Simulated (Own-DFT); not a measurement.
Simulation results for GaP (zincblende, strained, atoms displaced), Si3N4 (beta silicon nitride, strained, atoms displaced), SiC (4H silicon carbide, strained, atoms displaced), GaP (zincblende, atoms displaced)

All values are calculated (Own-DFT development build). A calculation, not a measurement: plane-wave PBE density functional theory by an unreviewed code, no spin, of a simulated periodic cell, stress positive in tension, free energy of the whole cell less one offset for each atom, forces on such cells passed a denser k mesh, this cell's mesh not checked; offsets are fitted by least squares, one for each functional and potential file, so energies compare only between cells with the same atoms and settings and are not formation energies; the far tail of each file's local potential was reset to the Coulomb form; each entry is a single point on an unrelaxed cell, so the pressure reflects the starting lattice, mostly measured values (interpolated for alloys), from which strain is counted, and rises with the displacements; printed positions are rounded, which can move forces by about a meV/angstrom; the program, named Own-DFT, is a retired in-house code; no spin-orbit coupling.

Common to all runs: functional PBE; potential files PseudoDojo norm-conserving, scalar-relativistic, standard set; wave cutoff 42 hartree; occupations Fermi-Dirac; smearing width 0.1 eV.

(1) 
```xyz
64
Lattice="10.8620 0.0000 0.0000 0.0000 10.8620 0.0000 0.0000 0.0000 10.9439" Properties=species:S:1:pos:R:3:force_x:R:1:force_y:R:1:force_z:R:1 formula=GaP hardware=one_NVIDIA_H100 k_mesh=3_x_3_x_3_centred_on_Gamma free_energy_of_cell_above_offsets=-29.528 pressure=4.32 stress_xx=-4.57 stress_yy=-4.44 stress_zz=-3.96 stress_yz=-0.49 stress_xz=-0.08 stress_xy=-0.41 wall_time=587.3
Ga     0.0113    10.7808     0.0690     -0.299      0.885      0.051
Ga    10.7368     2.7317     2.7161      2.036     -1.083       0.42
Ga     2.8861     0.0254     2.8502     -1.774     -0.937     -1.707
Ga     2.7825     2.6062    10.8019     -1.807      1.304       2.03
P      1.4053     1.2523     1.3623      0.016      0.845       0.17
P      1.3996     4.1063     3.9495     -1.194     -0.603      1.705
P      3.9835     1.5165     3.9409      1.466     -0.379      2.638
P      4.0550     3.9970     1.3686     -0.352      0.689     -0.643
Ga     0.1022     0.0730     5.4044     -0.215     -0.358      0.496
Ga    10.7499     2.7262     8.3477      0.711      1.042     -2.506
Ga     2.7268    10.7950     8.2534     -1.266       2.66      1.157
Ga     2.7848     2.7577     5.4922     -1.781     -0.372     -1.012
P      1.2910     1.4666     6.8462      0.762     -0.496      0.399
P      1.2754     4.0415     9.5613      1.091       0.08      0.482
P      4.1921     1.4626     9.6594       0.44     -2.763     -1.433
P      3.9859     4.0880     6.7489      1.894      0.399      1.621
Ga    10.8023     5.4370    10.8253      0.777     -0.016      1.913
Ga     0.0155     8.1868     2.7968     -1.117      0.162     -0.507
Ga     2.6251     5.4231     2.6023       0.87      0.048     -0.076
Ga     2.6974     8.1951    10.9145      0.116     -0.761      0.161
P      1.3406     6.9515     1.4779     -0.148     -1.273     -2.075
P      1.3316     9.5587     3.9761      1.011      0.052      1.617
P      4.0480     6.7341     4.0043      0.674      0.597     -0.035
P      4.0224     9.4250     1.4652      0.743      0.784     -0.925
Ga     0.0267     5.4461     5.5938      0.456      0.016     -2.027
Ga    10.8447     8.0936     8.1206      1.703      0.717     -0.488
Ga     2.7004     5.3806     8.2781       0.65     -1.151      0.277
Ga     2.6451     8.0351     5.3587      0.334      0.758      0.348
P      1.5312     6.6209     6.8798     -1.614       2.02     -0.536
P      1.3352     9.5516     9.6302     -0.207     -0.862     -1.017
P      4.0929     6.6760     9.5749     -1.019      2.349     -0.813
P      3.9382     9.5872     6.9758      1.583     -1.853     -2.698
Ga     5.4793    10.7119     0.0037     -1.682      1.855      1.952
Ga     5.4454     2.7000     2.7176      0.967      0.554     -0.645
Ga     8.2160    10.7721     2.8497     -0.921      0.531     -1.862
Ga     8.1387     2.7923    10.9431     -0.464      -0.05     -0.196
P      6.8162     1.3054     1.3485      0.252     -0.128      0.452
P      6.7563     4.0953     4.1531      1.036      -0.77     -0.946
P      9.5072     1.2395     4.0231      0.463      1.571      1.169
P      9.5520     4.0497     1.4294     -1.448      1.714     -1.249
Ga     5.3811     0.0382     5.4861     -0.437     -0.501     -0.906
Ga     5.5032     2.6891     8.2705     -0.224      0.437     -1.541
Ga     8.1471     0.0504     8.1230      0.731     -0.972      1.153
Ga     8.1706     2.6363     5.4610      0.135      0.482     -0.593
P      6.8476     1.2584     6.7706     -0.912      1.346      0.386
P      6.5932     4.2068     9.5966      2.057      0.043      0.028
P      9.5591     1.4010     9.5556     -1.703     -1.596      1.368
P      9.5049     4.1070     6.7247     -0.891     -0.569      1.851
Ga     5.2900     5.5595     0.0559      0.848     -1.514        1.4
Ga     5.5326     8.2809     2.7472     -0.672      -1.52     -0.123
Ga     8.1479     5.5813     2.7755     -0.079     -1.416     -0.135
Ga     8.2002     8.1252    10.8083     -0.304       0.11      1.262
P      6.7749     6.7882     1.3835      0.209      0.651     -0.777
P      6.9367     9.4228     4.0697     -1.438      0.779      1.703
P      9.4490     6.9145     4.1013      1.448     -1.013       0.57
P      9.4772     9.5150     1.4005      0.021     -0.869     -0.683
Ga     5.4388     5.4243     5.3865     -0.805      0.472      0.806
Ga     5.4442     8.2580     8.2145     -0.411     -1.117     -0.473
Ga     8.1176     5.6405     8.2389     -0.274     -2.013     -0.353
Ga     8.2225     8.1498     5.5282     -0.782     -0.111     -0.256
P      6.8300     6.8055     6.7783     -1.208      0.698      0.203
P      6.6931     9.5141     9.6571      2.359     -0.724     -1.943
P      9.6131     6.8218     9.4774     -0.981      0.014      0.703
P      9.5404     9.4695     6.7636      0.568      1.123       0.69
```

Units: free_energy_of_cell_above_offsets in eV; pressure, stress_xx, stress_yy, stress_zz, stress_yz, stress_xz, stress_xy in GPa; wall_time in s; force_x, force_y, force_z in eV/Å.

(2) 
```xyz
42
Lattice="7.5087 0.0660 0.1351 -3.6972 6.4675 0.0199 0.1550 0.1159 8.6727" Properties=species:S:1:pos:R:3:force_x:R:1:force_y:R:1:force_z:R:1 formula=Si3N4 k_mesh=3_x_3_x_3_centred_on_Gamma free_energy_of_cell_above_offsets=-2.179 pressure=17.08 stress_xx=-17.41 stress_yy=-13.88 stress_zz=-19.93 stress_yz=2.74 stress_xz=7.76 stress_xy=5.48
Si    -1.4979     5.0112     0.7359      1.522     -1.183      1.863
Si     0.2832     2.5587     0.7706      0.014      2.252      1.232
Si     1.4598     5.3772     0.7985      -3.07     -0.319      1.098
Si     5.3570     1.6371     2.3007      1.197     -1.893     -1.268
Si     3.6727     3.8828     2.3700     -0.138      1.715     -4.345
Si     2.5011     1.1712     2.1573     -1.711      1.209      0.875
N      2.4621     0.2510     0.7495     -0.603     -1.596     -0.783
N      6.2353     2.0498     0.8180     -2.954     -2.035      0.809
N      2.7510     4.3547     0.8082      2.412     -0.449      2.126
N      1.4287     6.3250     2.3173        0.5      2.013     -2.426
N     -2.2586     4.5099     2.2269     -1.293     -0.133     -1.266
N      1.0386     2.1649     2.2398      1.105     -1.246     -0.864
N      0.0396     4.2442     0.7945      1.217      3.087     -0.115
N      3.8024     2.2513     2.2295      0.421     -0.948      0.008
Si    -1.4584     4.9707     3.6443       1.87      2.793     -1.792
Si     0.2360     2.6392     3.6620      2.402      0.334      0.153
Si     1.5039     5.4347     3.7253     -2.419     -2.351     -1.119
Si     5.4103     1.5844     5.1213      0.383     -2.221      3.599
Si     3.6595     3.9418     5.1824     -0.313      -0.86     -0.699
Si     2.4807     1.1700     5.1181      2.048      0.445     -4.118
N      2.4163     0.3043     3.5711      0.182     -2.502      2.457
N      6.1766     2.0234     3.7740      1.771      0.595     -2.463
N      2.8102     4.4056     3.6172      0.832     -0.194      4.778
N      1.4763     6.2611     5.1386       0.94      3.851      1.002
N     -2.2477     4.5613     5.0007     -1.875     -0.532      4.189
N      1.2441     2.2268     5.0840     -4.582      2.307       0.12
N      0.1043     4.3291     3.6802      0.615      0.646      0.316
N      3.8997     2.1781     5.1715     -2.402      2.276     -0.315
Si    -1.4367     4.9985     6.5785       0.74      1.844     -3.251
Si     0.2659     2.7520     6.4839      3.639      0.131      1.194
Si     1.5451     5.5576     6.6508     -0.922     -5.371     -3.745
Si     5.5070     1.6651     8.0735     -1.071      0.163       0.41
Si     3.6779     4.0012     8.0774       1.91     -1.519      0.327
Si     2.4428     1.1662     7.9346      1.933      3.235      0.358
N      2.4820     0.3212     6.4784     -0.714     -3.998      2.853
N      6.2992     2.0522     6.6260     -0.721     -0.446     -2.004
N      2.9207     4.4608     6.6567     -0.539      0.855     -1.615
N      1.6228     6.4002     7.9611      0.186      3.197      5.559
N     -2.1164     4.6199     8.0131     -4.151     -1.021      0.379
N      1.1624     2.3045     8.0253      0.711     -1.576     -3.469
N      0.1459     4.4520     6.6056      1.061      -0.34      -0.44
N      3.8985     2.2780     7.9930     -0.129     -0.218      0.393
```

Units: free_energy_of_cell_above_offsets in eV; pressure, stress_xx, stress_yy, stress_zz, stress_yz, stress_xz, stress_xy in GPa; force_x, force_y, force_z in eV/Å.

(3) 
```xyz
72
Lattice="9.2714 -0.0786 -0.0114 -4.7038 8.1183 0.0658 -0.0124 0.0755 10.1421" Properties=species:S:1:pos:R:3:force_x:R:1:force_y:R:1:force_z:R:1 formula=SiC hardware=one_NVIDIA_H100 k_mesh=4_x_4_x_3_centred_on_Gamma free_energy_of_cell_above_offsets=-5.436 pressure=1.62 stress_xx=-2.07 stress_yy=-0.87 stress_zz=-1.94 stress_yz=2.69 stress_xz=0.51 stress_xy=-3.39 wall_time=366.8
Si     4.5706     8.0010     4.1917      0.499      2.235     -0.039
Si     0.0129     1.7438     1.5510     -0.257      1.843      1.795
C      0.0756     0.0774     0.9100     -1.554     -2.092      0.478
C      0.0359     1.8106     3.5137     -0.343     -0.065     -1.005
Si    -1.5219     2.7653     4.0574      0.002     -0.938      1.669
Si    -1.5470     4.4917     1.5608     -0.573       0.55      1.215
C     -1.5420     2.7097     0.9399     -0.284     -0.289      0.853
C     -1.5343     4.5165     3.5175     -0.442      1.249     -0.227
Si    -3.1627     5.4938     4.1525      0.498     -2.621      0.017
Si    -3.1124     7.2196     1.5914     -2.749     -1.409      1.101
C      6.1028     5.3244     0.8963      1.627     -0.025      1.021
C     -3.2264     7.1633     3.5535      1.662       1.85     -1.458
Si    -1.5826     8.0586     4.0909     -1.836      0.828      1.782
Si     3.0408     1.8448     1.4725     -0.526     -1.095      3.111
C      3.0095    -0.0131     1.0012      2.315      1.381     -1.764
C      3.0724     1.7835     3.5751     -0.679      0.031     -1.741
Si     1.5316     2.8141     4.1573     -0.253     -3.169     -1.735
Si     1.4719     4.4887     1.5962      1.362      0.439      0.823
C      1.4914     2.7400     0.9292      0.246     -0.469      0.322
C      1.4866     4.4910     3.5420      0.815        1.2     -0.911
Si     0.0746     5.3985     4.2546     -2.787      0.653     -2.486
Si    -0.1554     7.2144     1.6237      1.341     -0.763       0.07
C      0.0083     5.3701     0.9752     -1.613      0.893      0.784
C     -0.1045     7.2012     3.5018      1.933     -0.656      0.315
Si     6.2261     0.0133     4.0369     -0.852     -0.493      0.889
Si     6.1435     1.7879     1.5671     -0.099     -0.884      0.412
C      1.4134     8.0510     0.9855      0.472      1.091     -0.073
C      6.1999     1.7953     3.4921     -1.191      0.379     -0.176
Si     4.5343     2.6470     4.2542      1.573       1.16     -4.035
Si     4.6634     4.4359     1.6233     -2.102      1.296       0.08
C      4.5575     2.6884     0.9635      1.421       0.06      0.057
C      4.5160     4.5505     3.4837      1.649     -1.945      1.101
Si     3.0283     5.3615     4.1785       0.04      1.584     -0.468
Si     2.9655     7.2184     1.6189      1.357     -0.327      0.632
C      3.0275     5.4282     1.0402      0.514     -1.351     -0.724
C      3.0704     7.2476     3.5520     -1.746     -1.707       -0.9
Si     4.4914     8.0770     9.2783       1.85      1.385     -1.404
Si     4.6394     6.2118     6.6245     -1.876      2.906      2.306
C     -4.6946     8.1576     6.0637     -0.026     -0.548      0.566
C      4.5237     6.3846     8.6235      1.304     -2.478     -0.996
Si    -3.0711     5.4126     9.1775     -2.793      1.017       0.58
Si     6.1672     3.4927     6.6590     -0.544      1.831      0.158
C      6.0990     5.4074     6.0425      1.846       -2.1     -0.151
C      6.1265     3.5685     8.5665      0.265     -0.238      0.126
Si     7.6777     2.7142     9.2574      0.627     -0.336     -2.535
Si     7.7305     0.8568     6.6757     -0.152     -0.215     -1.262
C      7.6475     2.6420     6.0588       1.43      0.372     -0.975
C      7.6824     0.9076     8.5483      1.264      0.511      0.394
Si     1.5827     8.0775     9.2004     -3.146      0.012       1.08
Si     1.4482     6.3578     6.7304      0.778     -1.539      0.277
C      1.4284     8.0160     6.0374       0.27      3.204      0.182
C      1.4652     6.2837     8.6344      0.728      0.556     -0.396
Si     3.0637     5.3489     9.2605      -0.39       1.85     -0.188
Si     3.0723     3.6283     6.6698     -1.822      0.253     -0.322
C      3.0750     5.4310     6.0727     -1.425     -0.729     -0.543
C      3.0737     3.6658     8.5185     -0.068     -1.677       1.65
Si     4.6007     2.7067     9.2673     -0.376       0.55     -1.743
Si     4.5953     1.0303     6.6100     -0.133     -3.658      1.401
C      4.5444     2.7429     6.0160       1.16      0.012        1.6
C      4.5729     0.9272     8.6590       3.66       1.09     -2.296
Si     3.1525     0.1139     9.1835     -3.639     -2.524      0.726
Si    -1.6446     6.3799     6.7206       0.56     -1.733      0.853
C     -1.6667     8.0546     6.1344       1.48      2.559     -1.859
C     -1.5814     6.2732     8.6955      0.452      2.328     -1.688
Si    -0.0623     5.4591     9.3060      0.883     -0.983     -1.776
Si    -0.0561     3.7961     6.7689     -0.233     -3.757     -3.452
C     -0.0786     5.4421     6.0475      0.173      1.231      1.214
C     -0.0007     3.6520     8.4908     -0.516      0.033      4.629
Si     1.5035     2.6598     9.2230      0.238      2.882     -1.496
Si     1.5794     0.9639     6.5187     -1.417     -0.974      2.286
C      1.4683     2.6606     5.9072      0.713      2.954      3.391
C      1.5732     1.0135     8.5723     -0.567     -2.473     -1.124
```

Units: free_energy_of_cell_above_offsets in eV; pressure, stress_xx, stress_yy, stress_zz, stress_yz, stress_xz, stress_xy in GPa; wall_time in s; force_x, force_y, force_z in eV/Å.

(4) 
```xyz
64
Lattice="10.9010 0.0000 0.0000 0.0000 10.9010 0.0000 0.0000 0.0000 10.9010" Properties=species:S:1:pos:R:3 formula=GaP k_mesh=3_x_3_x_3_centred_on_Gamma
Ga    10.8596     0.0637    10.8593
Ga    10.8649     2.8398     2.8338
Ga     2.7065     0.0058     2.5726
Ga     2.6875     2.8864    10.7534
P      1.5609     1.2881     1.2524
P      1.4190     4.1195     4.1973
P      4.0219     1.3844     4.0208
P      4.2240     4.0612     1.3663
Ga    10.7550     0.0587     5.4314
Ga     0.0292     2.7666     8.1229
Ga     2.7189     0.0424     8.0808
Ga     2.6070     2.7796     5.4676
P      1.5182     1.3533     6.7683
P      1.3823     4.1207     9.4920
P      4.0911     1.3548     9.6682
P      3.9263     4.1884     6.8477
Ga     0.0322     5.4751     0.2505
Ga     0.0290     8.3428     2.6682
Ga     2.8339     5.3878     2.5937
Ga     2.6678     8.1359     0.0907
P      1.3607     6.8703     1.4839
P      1.4144     9.5668     4.0105
P      4.0432     6.8284     4.2255
P      4.0193     9.4303     1.4992
Ga     0.0804     5.4222     5.6437
Ga    10.8667     8.2054     8.4901
Ga     2.6712     5.4049     8.0772
Ga     2.5837     8.1304     5.6189
P      1.4216     6.7955     7.0049
P      1.5698     9.4660     9.5850
P      3.9438     6.7757     9.5315
P      4.2203     9.5695     6.8601
Ga     5.6281     0.0205     0.0895
Ga     5.3852     2.7028     2.7034
Ga     8.1227    10.7123     2.7670
Ga     8.2067     2.8403    10.8630
P      7.0356     1.4851     1.4957
P      6.7597     4.1387     4.0876
P      9.5822     1.4670     4.1445
P      9.6886     4.0374     1.4573
Ga     5.4010    10.8392     5.3912
Ga     5.3635     2.8897     8.1355
Ga     8.0100    10.7457     8.2561
Ga     8.0934     2.6107     5.4267
P      6.6629     1.4413     6.7803
P      6.8291     4.0902     9.4142
P      9.7904     1.5125     9.6580
P      9.4215     4.2840     6.8072
Ga     5.4785     5.4770    10.7718
Ga     5.5110     8.2158     2.7027
Ga     8.0996     5.5184     2.8919
Ga     8.2962     8.1120     0.0106
P      6.8277     6.8162     1.4158
P      6.9226     9.5287     4.2327
P      9.4376     6.7444     4.0927
P      9.5775     9.7331     1.2645
Ga     5.4968     5.4817     5.3850
Ga     5.4950     8.3115     8.1608
Ga     8.2535     5.4073     8.2043
Ga     8.0734     8.1420     5.2926
P      6.7585     6.7568     6.9056
P      6.8910     9.5400     9.5164
P      9.6613     6.8969     9.4617
P      9.4935     9.6814     6.8295
```

Questions
1. GaP (zincblende, atoms displaced) (entry 4): stress zz?
2. Give the table of force values for GaP (zincblende, atoms displaced) (entry 4).

Calculated values
1. -4.59 GPa
2. 
Force:
```tsv
element	x (eV/Å)	y (eV/Å)	z (eV/Å)
Ga	2.752	-0.286	0.099
Ga	2.087	-1.515	0.281
Ga	0.737	-0.123	1.694
Ga	1.237	-1.321	1.43
P	-2.279	1.987	-0.291
P	-0.849	0.997	-1.53
P	0.002	-0.449	0.563
P	-0.888	0.49	-1.672
Ga	1.876	-0.292	0.209
Ga	0.099	0.221	-0.617
Ga	1.42	-0.55	1.525
Ga	1.994	-0.488	-0.066
P	-2.614	-0.035	0.004
P	-1.36	1.137	0.122
P	0.569	0.2	-1.131
P	2.178	-1.277	-1.904
Ga	0.344	0.196	-1.828
Ga	-1.051	-0.667	0.562
Ga	-0.171	0.726	1.664
Ga	1.108	-0.613	0.104
P	0.168	-0.499	-0.044
P	-0.58	0.354	1.57
P	0.115	0.29	-1.304
P	1.471	0.586	-1.506
Ga	-0.098	0.999	-1.065
Ga	2.734	2.981	-3.588
Ga	0.299	0.379	2.385
Ga	1.2	0.899	-0.989
P	-2.535	1.442	-0.672
P	-1.726	1.621	-0.496
P	1.17	0.654	-0.106
P	-2.021	0.027	-0.839
Ga	-0.825	0.197	0.411
Ga	1.052	-0.329	0.711
Ga	1.08	1.874	-0.105
Ga	0.763	-0.35	0.212
P	-1.137	-0.797	-0.461
P	0.032	-1.522	0.01
P	-0.919	-0.788	-0.987
P	-2.65	1.395	-0.652
Ga	-0.035	1.334	-0.129
Ga	-0.766	-1.403	0.081
Ga	2.367	3.637	-2.307
Ga	-0.023	1.396	0.331
P	0.321	-0.895	0.729
P	0.312	0.259	1.227
P	-2.767	0.082	-1.647
P	1.288	-3.235	-0.988
Ga	-0.12	0.248	0.527
Ga	-0.437	-0.479	1.4
Ga	0.125	-1.146	-1.74
Ga	-0.377	0.432	0.192
P	0.272	-0.105	-1.032
P	-2.655	1.192	-2.109
P	2.549	1.477	0.686
P	-0.7	-1.982	0.875
Ga	-0.959	0.071	1.211
Ga	-0.216	-1.853	0.844
Ga	-1	2.009	0.826
Ga	1.937	-1.919	3.242
P	0.604	0.686	-0.469
P	-1.655	-1.928	2.96
P	-2.838	-3.785	3.205
P	-0.014	-1.844	0.382
```

Further results for GaP (zincblende, atoms displaced) (entry 4):

```
free energy of cell above offsets : -26.655 eV
pressure                          : 4.74 GPa
stress xx                         : -4.59 GPa
stress yy                         : -5.02 GPa
stress yz                         : 2.16 GPa
stress xz                         : 0.47 GPa
stress xy                         : 0.7 GPa
```
